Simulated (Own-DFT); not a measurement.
Simulation results for Hf32O63 (monoclinic hafnia with one vacancy, atoms displaced)

A calculation, not a measurement: plane-wave density functional theory by an unreviewed code, no spin, of a simulated periodic cell, stress positive in tension, run twice, with PBE and with PBEsol, both on files made for PBE, so the change isn't that of files made for PBEsol, defect cell not probed for a lower state with spin; hafnium file: forces about 75 meV/angstrom off all-electron values; oxygen file: force components 24 meV/angstrom off all-electron in one glass; forces on such cells passed a denser k mesh, this cell's mesh not checked; the far tail of each file's local potential was reset to the Coulomb form; each entry is a single point on an unrelaxed cell, so the pressure reflects the starting lattice, mostly measured values (interpolated for alloys), from which strain is counted, and rises with the displacements; printed positions are rounded, which can move forces by about a meV/angstrom; the program, named Own-DFT, is a retired in-house code; no spin-orbit coupling; stress was not checked against mesh or cutoff. Program: Own-DFT development build.

Common to all runs: functional PBE, then PBEsol; potential files PseudoDojo norm-conserving, scalar-relativistic, standard set; wave cutoff 72 hartree; occupations Fermi-Dirac; smearing width 0.1 eV; k mesh 2 x 2 x 2 centred on Gamma.

(1) Hf32O63 (monoclinic hafnia with one vacancy, atoms displaced)

```
cell vectors (Å)
  10.2340     0.0000     0.0000
   0.0000    10.3500     0.0000
  -1.6955     0.0000    10.4453
atoms (fractions of the cell vectors)
Hf  0.13873  0.02266  0.10334
Hf  0.36514  0.27139  0.14790
Hf  0.37682  0.47049  0.40475
Hf  0.13747  0.23235  0.35306
O   0.04334  0.16601  0.16704
O   0.46097  0.41481  0.07226
O   0.46768  0.33432  0.33795
O   0.05206  0.08701  0.43193
O   0.23281  0.38186  0.23378
O   0.26633  0.12330  0.00065
O   0.26512  0.13083  0.25940
O   0.21415  0.35804  0.49114
Hf  0.14672  0.01605  0.60263
Hf  0.36119  0.27327  0.65180
Hf  0.36136  0.49478  0.90146
Hf  0.14965  0.22515  0.86059
O   0.03441  0.16595  0.66533
O   0.45906  0.41604  0.56595
O   0.45586  0.34510  0.82071
O   0.02931  0.09015  0.91301
O   0.21770  0.38174  0.74116
O   0.27168  0.12986  0.50456
O   0.27879  0.13011  0.76197
O   0.22171  0.36602  0.97750
Hf  0.12882  0.52155  0.10478
Hf  0.36617  0.77070  0.14378
Hf  0.34991  0.96074  0.39255
Hf  0.14120  0.73229  0.36496
O   0.04742  0.68107  0.16940
O   0.46981  0.90025  0.07360
O   0.45653  0.83328  0.33196
O   0.04820  0.58679  0.42591
O   0.21548  0.86818  0.24211
O   0.27447  0.62589  0.99820
O   0.25477  0.63279  0.25452
O   0.22637  0.88084  0.50287
Hf  0.13657  0.52957  0.61130
Hf  0.37011  0.78085  0.64891
Hf  0.35857  0.97222  0.89115
Hf  0.15089  0.72588  0.84589
O   0.03557  0.66242  0.67231
O   0.46682  0.92003  0.58201
O   0.45523  0.83383  0.82148
O   0.04174  0.58646  0.93382
O   0.22636  0.87932  0.74231
O   0.28554  0.62875  0.51458
O   0.26251  0.61219  0.75111
O   0.22314  0.87501  0.00222
Hf  0.64520  0.02305  0.10701
Hf  0.86683  0.27329  0.14872
Hf  0.85975  0.48689  0.39792
Hf  0.64567  0.23890  0.34712
O   0.53431  0.14347  0.16505
O   0.97340  0.34287  0.33260
O   0.53566  0.08303  0.41483
O   0.71123  0.37123  0.23706
O   0.77682  0.12460  0.99420
O   0.77315  0.11147  0.26342
O   0.72621  0.38100  0.48743
Hf  0.63259  0.01479  0.61194
Hf  0.87108  0.26344  0.64938
Hf  0.86440  0.47764  0.90042
Hf  0.63752  0.22857  0.85080
O   0.54556  0.15816  0.68604
O   0.96383  0.40797  0.58383
O   0.97207  0.34031  0.82876
O   0.52668  0.07163  0.92268
O   0.72724  0.38885  0.74558
O   0.77480  0.13536  0.51493
O   0.76761  0.12227  0.76342
O   0.72012  0.36469  0.98821
Hf  0.62328  0.52353  0.10352
Hf  0.84809  0.76061  0.13396
Hf  0.86313  0.97503  0.39237
Hf  0.63599  0.74103  0.35289
O   0.53640  0.66731  0.17609
O   0.96388  0.90758  0.08522
O   0.95893  0.83720  0.32664
O   0.53306  0.57758  0.41669
O   0.73359  0.87145  0.23360
O   0.78128  0.63274  0.01517
O   0.77434  0.62223  0.24684
O   0.71515  0.87586  0.51119
Hf  0.63929  0.53275  0.59859
Hf  0.85098  0.77120  0.64562
Hf  0.87066  0.98246  0.89398
Hf  0.64197  0.72942  0.84713
O   0.51940  0.66534  0.66532
O   0.96457  0.91795  0.56955
O   0.95970  0.83744  0.82757
O   0.53017  0.57643  0.92690
O   0.73161  0.88346  0.75057
O   0.76741  0.63811  0.50919
O   0.77812  0.61384  0.77348
O   0.73685  0.88503  0.99458
```

It finds PBE pressure 8.26 GPa; PBE stress xx -8.78 GPa; PBE stress yy -8.35 GPa; PBE stress zz -7.66 GPa; PBE stress yz -2.11 GPa; PBE stress xz 0.08 GPa; PBE stress xy 2.06 GPa; PBEsol pressure 1.86 GPa; PBEsol stress xx -2.37 GPa; PBEsol stress yy -1.97 GPa; PBEsol stress zz -1.22 GPa; PBEsol stress yz -2.01 GPa; PBEsol stress xz 0.36 GPa; PBEsol stress xy 1.95 GPa; rms change of force components from PBE to PBEsol 0.068 eV/Å.

Force:
```csv
force element,PBE force x (eV/Å),PBE force y (eV/Å),PBE force z (eV/Å),PBEsol force x (eV/Å),PBEsol force y (eV/Å),PBEsol force z (eV/Å)
Hf,-1.125,-1.932,0.102,-1.084,-1.852,0.075
Hf,-1.255,-1.15,-0.354,-1.266,-1.062,-0.317
Hf,-5.579,2.178,-2.628,-5.386,2.074,-2.507
Hf,1.105,-0.39,1.338,1.112,-0.45,1.337
O,-3.317,2.183,-0.102,-3.246,2.149,-0.052
O,0.086,-0.261,1.301,0.087,-0.216,1.233
O,1.782,-2.364,-2.649,1.743,-2.298,-2.63
O,-2.944,-1.157,-2.007,-2.831,-1.133,-1.904
O,-0.092,-0.011,-0.061,-0.028,-0.036,-0.077
O,1.466,0.12,1.979,1.345,0.117,1.91
O,2.175,-2.063,-0.597,2.042,-1.99,-0.602
O,1.205,1.812,0.551,1.232,1.731,0.527
Hf,-2.119,3.607,0.6,-2.051,3.572,0.518
Hf,-1.053,-0.184,-0.949,-1.071,-0.124,-0.877
Hf,-2.192,-4.604,-2.694,-2.151,-4.536,-2.607
Hf,-1.863,1.678,-2.641,-1.787,1.61,-2.584
O,0.912,-0.86,0.881,0.874,-0.812,0.894
O,1.983,-0.597,3.549,1.91,-0.551,3.388
O,1.463,-0.782,0.395,1.4,-0.793,0.323
O,0.679,-0.461,1.205,0.676,-0.46,1.226
O,0.539,-0.119,-0.631,0.586,-0.121,-0.618
O,1.725,-0.737,1.357,1.575,-0.736,1.324
O,0.606,-1.82,-0.468,0.53,-1.762,-0.447
O,0.724,1.153,2.631,0.766,1.112,2.547
Hf,0.478,0.911,1.319,0.631,1.094,1.279
Hf,-3.234,-0.551,0.184,-3.16,-0.475,0.202
Hf,0.553,6.632,0.246,0.521,6.437,0.278
Hf,-0.62,-0.419,-2.237,-0.573,-0.474,-2.246
O,-2.594,-1.016,-0.24,-2.498,-1.012,-0.191
O,0.708,0.712,-0.069,0.647,0.703,-0.091
O,2.43,-2.186,-0.702,2.367,-2.144,-0.733
O,-2.788,-1.19,0.095,-2.706,-1.157,0.152
O,1.189,2.455,0.377,1.221,2.377,0.389
O,0.39,1.647,1.691,0.324,1.588,1.618
O,2.983,-1.702,0.779,2.807,-1.616,0.731
O,0.304,-2.561,-1.34,0.368,-2.474,-1.316
Hf,0.804,-4.632,-2.746,0.799,-4.465,-2.678
Hf,-2.776,-1.482,-1.999,-2.696,-1.394,-1.929
Hf,-0.253,2.643,2.471,-0.233,2.546,2.437
Hf,-3.781,1.071,1.847,-3.659,0.977,1.765
O,-2.574,2.278,0.725,-2.461,2.218,0.763
O,-1.106,-0.702,-0.669,-1.093,-0.699,-0.687
O,2.659,-1.813,1.047,2.566,-1.764,0.95
O,-1.173,-0.106,-1.529,-1.13,-0.154,-1.423
O,-0.636,-0.413,0.224,-0.544,-0.417,0.225
O,-0.368,1.002,0.15,-0.431,0.991,0.166
O,2.385,1.894,1.717,2.23,1.85,1.699
O,0.699,-1.337,-1.901,0.757,-1.292,-1.847
Hf,1.087,-2.24,-2.533,1.073,-2.167,-2.499
Hf,0.492,-0.28,-1.375,0.387,-0.371,-1.245
Hf,1.841,-1.084,0.207,1.781,-1.126,0.24
Hf,-1.76,-3.515,3.358,-1.705,-3.466,3.273
O,-2.762,4.03,1.476,-2.658,3.951,1.468
O,-2.336,0.371,-1.695,-2.29,0.33,-1.698
O,-0.481,-0.635,0.531,-0.449,-0.629,0.566
O,1.526,1.378,-0.948,1.53,1.307,-0.911
O,-0.722,1.637,2.923,-0.774,1.585,2.839
O,0.928,1.332,-0.665,0.835,1.303,-0.662
O,-0.385,0.362,-0.385,-0.316,0.378,-0.413
Hf,1.934,3.595,-1.47,1.909,3.539,-1.445
Hf,-1.066,0.433,0.544,-1.001,0.46,0.534
Hf,0.772,-1.862,-0.06,0.686,-1.81,-0.227
Hf,-0.283,-0.033,1.071,-0.225,-0.11,1.001
O,-3.281,1.596,-1.598,-3.177,1.567,-1.492
O,0.602,2.527,-1.595,0.574,2.461,-1.589
O,-0.513,-0.079,0.842,-0.532,-0.076,0.787
O,0.964,1.218,-0.186,0.933,1.157,-0.136
O,-0.743,-0.565,-0.988,-0.664,-0.543,-0.925
O,-0.167,-0.389,-0.798,-0.205,-0.364,-0.764
O,1.63,-0.385,-0.499,1.518,-0.382,-0.464
O,1.015,1.161,1.428,1.071,1.129,1.382
Hf,2.7,-1.505,0.027,2.61,-1.411,-0.01
Hf,4.777,3.44,2.369,4.627,3.435,2.332
Hf,1.041,1.228,1.588,1.037,1.131,1.568
Hf,0.25,-0.66,-0.244,0.244,-0.706,-0.273
O,-0.557,0.33,0.366,-0.528,0.343,0.392
O,1.527,2.03,-0.974,1.485,1.983,-0.999
O,1.113,-1.115,0.616,1.066,-1.073,0.574
O,2.249,2.417,-0.145,2.195,2.335,-0.057
O,-2.928,0.39,1.79,-2.803,0.368,1.744
O,-2.29,-2.485,-3.423,-2.286,-2.408,-3.336
O,-0.834,-1.308,2.652,-0.878,-1.245,2.568
O,0.896,-1.686,-2.884,0.932,-1.655,-2.789
Hf,-0.74,-3.82,1.188,-0.716,-3.689,1.109
Hf,3.259,2.052,1.576,3.147,2.084,1.56
Hf,-0.977,0.357,1.248,-0.991,0.301,1.233
Hf,-0.188,0.848,2.038,-0.135,0.797,1.946
O,3.177,-0.919,1.366,3.111,-0.873,1.367
O,-0.648,-1.382,1.024,-0.646,-1.322,0.934
O,2.242,-2.3,-1.213,2.147,-2.235,-1.236
O,2.929,3.001,-0.722,2.839,2.882,-0.625
O,-1.737,-1.713,-0.85,-1.634,-1.685,-0.842
O,0.73,-0.071,-0.575,0.636,-0.081,-0.548
O,-0.909,2.66,-2.359,-0.952,2.596,-2.288
O,-1.961,-2.735,-1.598,-1.839,-2.667,-1.533
```

(2) Hf32O63 (monoclinic hafnia with one vacancy, atoms displaced)

```
cell vectors (Å)
  10.2340     0.0000     0.0000
   0.0000    10.3500     0.0000
  -1.6955     0.0000    10.4453
atoms (fractions of the cell vectors)
Hf  0.13109  0.01569  0.10960
Hf  0.35994  0.27082  0.13950
Hf  0.34958  0.48685  0.39229
Hf  0.13629  0.22106  0.35187
O   0.02017  0.15593  0.17640
O   0.46042  0.41255  0.07475
O   0.45618  0.32867  0.31763
O   0.03694  0.07962  0.41760
O   0.21707  0.38655  0.24080
O   0.27910  0.12460  0.00253
O   0.27695  0.12966  0.25500
O   0.22845  0.37150  0.49113
Hf  0.15282  0.02724  0.60426
Hf  0.36438  0.27336  0.65754
Hf  0.36794  0.47995  0.90036
Hf  0.14131  0.23633  0.85618
O   0.02915  0.17649  0.66916
O   0.46210  0.41480  0.58848
O   0.46955  0.34601  0.82745
O   0.03264  0.08306  0.93060
O   0.22581  0.37194  0.74643
O   0.26927  0.13005  0.50384
O   0.26222  0.10928  0.74985
O   0.22995  0.37335  0.98312
Hf  0.13462  0.52557  0.11397
Hf  0.36993  0.76736  0.14939
Hf  0.35166  0.97157  0.39063
Hf  0.13231  0.72684  0.35084
O   0.05519  0.67657  0.17574
O   0.46648  0.91754  0.07132
O   0.46067  0.82999  0.31912
O   0.04144  0.58379  0.42751
O   0.23174  0.88180  0.25784
O   0.28548  0.62900  0.01859
O   0.26069  0.62998  0.26496
O   0.22453  0.86483  0.49430
Hf  0.13779  0.52405  0.59950
Hf  0.37564  0.77458  0.65684
Hf  0.34662  0.99631  0.89531
Hf  0.12853  0.73950  0.85235
O   0.05033  0.66748  0.68600
O   0.47739  0.91845  0.56623
O   0.46732  0.83430  0.82338
O   0.03606  0.59266  0.91468
O   0.23058  0.87407  0.74222
O   0.27747  0.63943  0.50384
O   0.22504  0.88355  0.99409
Hf  0.65178  0.00591  0.11047
Hf  0.86040  0.27296  0.14454
Hf  0.84979  0.46204  0.40029
Hf  0.64563  0.22396  0.34865
O   0.53224  0.15748  0.17388
O   0.95837  0.42461  0.07589
O   0.96075  0.32370  0.32163
O   0.52659  0.08265  0.43066
O   0.73224  0.38299  0.23788
O   0.79376  0.13082  0.00803
O   0.76887  0.13117  0.25086
O   0.73152  0.38053  0.48899
Hf  0.63416  0.02148  0.60168
Hf  0.87336  0.27247  0.65312
Hf  0.86575  0.48618  0.89988
Hf  0.62658  0.21576  0.84663
O   0.53179  0.16175  0.66858
O   0.96070  0.41547  0.56779
O   0.95877  0.33481  0.82502
O   0.54662  0.08987  0.91639
O   0.72527  0.36947  0.73400
O   0.76565  0.13387  0.50646
O   0.78076  0.11783  0.75193
O   0.73117  0.36162  0.00119
Hf  0.64222  0.53214  0.10030
Hf  0.86306  0.76396  0.14747
Hf  0.85083  0.99253  0.38641
Hf  0.64638  0.73300  0.34290
O   0.55429  0.67382  0.17620
O   0.95079  0.89558  0.08448
O   0.96277  0.83032  0.31192
O   0.52539  0.59415  0.43455
O   0.72646  0.86929  0.24848
O   0.77254  0.64177  0.99836
O   0.76917  0.61433  0.25071
O   0.72142  0.85898  0.48810
Hf  0.64363  0.52362  0.61116
Hf  0.85481  0.76714  0.65053
Hf  0.86694  0.99283  0.89432
Hf  0.63837  0.72851  0.85535
O   0.53354  0.66712  0.68717
O   0.96177  0.92159  0.58308
O   0.95690  0.83834  0.81332
O   0.53863  0.58263  0.92762
O   0.70518  0.88094  0.72442
O   0.76809  0.62264  0.50841
O   0.78614  0.61507  0.76322
O   0.72814  0.86377  0.99599
```

The calculation gives: PBE pressure 9.5 GPa; PBE stress xx -8.94 GPa; PBE stress yy -8.61 GPa; PBE stress zz -10.94 GPa; PBE stress yz -0.05 GPa; PBE stress xz -0.78 GPa; PBE stress xy 0.07 GPa; PBEsol pressure 3.08 GPa; PBEsol stress xx -2.54 GPa; PBEsol stress yy -2.29 GPa; PBEsol stress zz -4.43 GPa; PBEsol stress yz -0.03 GPa; PBEsol stress xz -0.43 GPa; PBEsol stress xy 0.06 GPa; rms change of force components from PBE to PBEsol 0.071 eV/Å.

Force:
```csv
force element,PBE force x (eV/Å),PBE force y (eV/Å),PBE force z (eV/Å),PBEsol force x (eV/Å),PBEsol force y (eV/Å),PBEsol force z (eV/Å)
Hf,0.055,-0.41,0.613,0.066,-0.344,0.559
Hf,1.05,0.112,2.128,1.045,0.153,2.129
Hf,2.28,-0.696,1.773,2.183,-0.692,1.761
Hf,0.301,2.001,0.198,0.284,1.886,0.168
O,1.865,-0.996,-0.448,1.831,-0.958,-0.396
O,1.716,1.188,0.531,1.631,1.175,0.43
O,0.658,0.8,0.77,0.614,0.745,0.662
O,-1.227,-0.661,0.166,-1.184,-0.627,0.189
O,-0.083,-0.449,-0.743,-0.021,-0.405,-0.723
O,-1.215,1.836,0.756,-1.217,1.764,0.702
O,-1.158,-1.254,-0.469,-1.204,-1.221,-0.449
O,-0.721,-0.309,0.007,-0.642,-0.274,0.008
Hf,-4.267,-3.717,-2.481,-4.141,-3.593,-2.447
Hf,0.633,1.404,-3.249,0.641,1.459,-3.158
Hf,-1.525,1.328,-0.7,-1.428,1.097,-0.515
Hf,-1.612,0.524,-0.788,-1.543,0.508,-0.807
O,3.454,-2.22,0.665,3.369,-2.136,0.714
O,0.588,0.48,-0.638,0.544,0.456,-0.627
O,0.688,-1.982,-0.164,0.63,-1.955,-0.213
O,1.613,0.673,0.003,1.543,0.611,0.054
O,-0.345,0.566,-0.43,-0.269,0.513,-0.395
O,0.854,0.157,0.653,0.742,0.127,0.637
O,1.379,2.761,2.035,1.29,2.689,1.987
O,-1.49,-0.777,0.878,-1.363,-0.777,0.832
Hf,1.355,-0.6,-2.084,1.336,-0.527,-2.014
Hf,-0.367,1.144,-0.945,-0.34,1.189,-0.878
Hf,2.521,1.5,2.586,2.454,1.41,2.548
Hf,-0.111,1.841,4.014,-0.085,1.738,3.886
O,-3.275,-0.099,-2.643,-3.18,-0.109,-2.507
O,0.621,-0.094,0.346,0.604,-0.085,0.324
O,1.258,0.12,0.762,1.203,0.089,0.684
O,-1.485,-0.531,-0.662,-1.38,-0.52,-0.564
O,-1.788,-0.123,-3.825,-1.686,-0.128,-3.709
O,-0.575,-0.134,-0.115,-0.602,-0.148,-0.084
O,3.37,-1.649,-0.85,3.208,-1.619,-0.824
O,0.101,1.803,0.423,0.179,1.786,0.397
Hf,0.697,0.11,0.195,0.594,0.105,0.016
Hf,-1.659,0.055,-2.571,-1.526,0.203,-2.512
Hf,3.308,-4.835,0.464,3.158,-4.752,0.492
Hf,2.253,-0.398,0.833,2.05,-0.373,0.792
O,-1.401,-0.396,-2.233,-1.349,-0.378,-2.115
O,-3.379,-2.479,0.571,-3.302,-2.395,0.528
O,0.016,1.444,1.969,0.028,1.346,1.825
O,-0.788,-1.38,1.768,-0.781,-1.339,1.744
O,-0.49,1.076,0.358,-0.414,1.062,0.36
O,-0.139,-1.504,1.389,-0.206,-1.498,1.318
O,-0.735,-0.593,0.161,-0.656,-0.534,0.142
Hf,-2.372,1.365,-2.403,-2.314,1.347,-2.357
Hf,-0.149,0.89,-0.863,-0.179,0.908,-0.812
Hf,3.622,3.981,-2.417,3.507,3.824,-2.332
Hf,-5.081,1.773,0.755,-4.95,1.669,0.697
O,0.556,-0.439,-0.578,0.561,-0.397,-0.507
O,1.515,0.579,0.828,1.471,0.587,0.755
O,0.452,0.577,1.258,0.418,0.537,1.17
O,1.156,1.274,-2.324,1.155,1.202,-2.21
O,-1.667,-0.803,0.239,-1.538,-0.805,0.252
O,-1.321,-1.513,-0.034,-1.316,-1.499,-0.028
O,1.046,-2.397,0.468,0.965,-2.344,0.477
O,-3.582,-2.816,0.772,-3.405,-2.727,0.751
Hf,1.471,0.235,-1.203,1.424,0.26,-1.201
Hf,-3.484,0.699,-1.78,-3.396,0.735,-1.697
Hf,-0.517,-1.822,-0.407,-0.491,-1.813,-0.373
Hf,5.145,5.722,-0.882,5.036,5.556,-0.917
O,-1.164,0.752,1.151,-1.119,0.75,1.196
O,1.633,0.127,1.545,1.578,0.133,1.455
O,1.817,0.083,1.755,1.77,0.06,1.646
O,-4.15,-4.8,2.618,-4.048,-4.688,2.58
O,-0.544,1.522,0.478,-0.464,1.51,0.438
O,1.383,-0.343,-1.167,1.288,-0.359,-1.183
O,-0.371,-0.097,1.006,-0.42,-0.09,0.999
O,-1.006,1.357,-1.987,-0.895,1.333,-1.898
Hf,0.073,-3.685,-0.058,0.096,-3.532,-0.062
Hf,-0.939,-2.419,0.446,-0.929,-2.27,0.456
Hf,2.5,-2.716,3.797,2.425,-2.685,3.731
Hf,-2.149,-2.237,5.288,-2.077,-2.206,5.136
O,-3.227,0.28,-2.402,-3.133,0.294,-2.308
O,4.747,5.205,-2.403,4.622,5.093,-2.353
O,-0.872,1.639,2.37,-0.846,1.555,2.226
O,0.306,-0.515,-0.754,0.302,-0.546,-0.688
O,0.473,2.915,-1.796,0.505,2.837,-1.761
O,0.722,-2.366,1.112,0.619,-2.317,1.081
O,1.8,0.104,1.225,1.653,0.127,1.165
O,0.932,1.73,-0.315,0.959,1.685,-0.312
Hf,-2.019,-1.105,-1.26,-1.939,-1.045,-1.265
Hf,1.035,1.703,-2.675,0.987,1.753,-2.576
Hf,-1.978,-1.72,-0.719,-1.931,-1.652,-0.671
Hf,-0.33,1.622,-0.563,-0.326,1.539,-0.571
O,1.687,-2.041,-0.816,1.656,-1.945,-0.745
O,-0.035,0.144,-0.986,-0.054,0.139,-0.991
O,-0.235,0.933,1.936,-0.211,0.86,1.832
O,-0.025,0.627,-0.338,-0.012,0.599,-0.272
O,1.343,-1.954,2.378,1.358,-1.929,2.281
O,1.08,0.445,0.132,0.971,0.411,0.144
O,-0.948,1.07,-0.866,-0.979,1.063,-0.844
O,-1.129,1.799,-0.539,-1.062,1.753,-0.485
```
